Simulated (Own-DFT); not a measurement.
# Which defects push the lattice out? zincblende GaAs

The numbers are computed, not measured, by runs of the plane-wave DFT program Own-DFT (in-house, retired, unreviewed) at fixed positions, with no spin and no spin-orbit coupling.

Common settings: PBE; PseudoDojo norm-conserving scalar-relativistic files; cutoff 42 hartree; 3 x 3 x 3 k mesh centred on Gamma; Fermi-Dirac smearing of 0.1 eV.

Keep in mind (not all hold for every row): not probed for a lower state with spin; forces not confirmed at this smearing and k mesh; stress not checked against mesh or cutoff.

All runs share one cell, with vectors in Å (11.737, 0.000, 0.000); (0.000, 11.737, 0.000); (0.000, 0.000, 10.919) and a volume of 1504.3 Å³, strained against the parent crystal. The atoms are randomly displaced, by u rms on each axis. The defect's site can differ from row to row.

| cell | formula | u (Å) | P (GPa) |
|---|---|---|---|
| no defect | As32Ga32 | 0.0293 | 0.74 |
| no defect | As32Ga32 | 0.0458 | 0.99 |
| no defect | As32Ga32 | 0.0535 | 1.29 |
| one As vacancy and one Ga vacancy | As31Ga31 | 0.0300 | 0.38 |
| one As vacancy and one Ga vacancy | As31Ga31 | 0.0319 | 0.48 |
| one As vacancy and one Ga vacancy | As31Ga31 | 0.0488 | 0.60 |
| one In on a Ga site | As32Ga31In | 0.0282 | 1.31 |
| one In on a Ga site | As32Ga31In | 0.0299 | 1.32 |
| one In on a Ga site | As32Ga31In | 0.0507 | 1.60 |
| one P on an As site | As31Ga32P | 0.0292 | 0.57 |
| one P on an As site | As31Ga32P | 0.0331 | 0.59 |
| one P on an As site | As31Ga32P | 0.0469 | 0.73 |
| one Al on a Ga site | AlAs32Ga31 | 0.0289 | 0.71 |
| one Al on a Ga site | AlAs32Ga31 | 0.0305 | 0.76 |
| one Al on a Ga site | AlAs32Ga31 | 0.0477 | 0.98 |
| one Al on a Ga site | AlAs32Ga31 | 0.0524 | ? |

## Worked fit

P = P0 + c u² + a shift for each defect gives P0 = 0.65 GPa, c = 181 ± 22 GPa/Å² and a scatter of 0.06 GPa. The shifts, and each times the cell's volume:

- one In on a Ga site: 0.50 ± 0.05 GPa, 4.7 eV
- one Al on a Ga site: -0.08 ± 0.05 GPa, -0.8 eV (not resolved)
- one P on an As site: -0.27 ± 0.05 GPa, -2.6 eV
- one As vacancy and one Ga vacancy: -0.43 ± 0.05 GPa, -4.0 eV

A positive shift means that the defect pushes the cell outwards. Shift times volume (160.2 GPa Å³ is 1 eV) depends little on the cell's size, so, taken for each site, it can be compared between cells at like pressure. The atoms around the defects weren't relaxed, which would change these numbers.

## Prediction

The question: what pressure belongs in the blank (one Al on a Ga site, u = 0.0524 Å)?

The fitted form gives 1.07 ± 0.08 GPa. DFT gave 1.01 GPa.
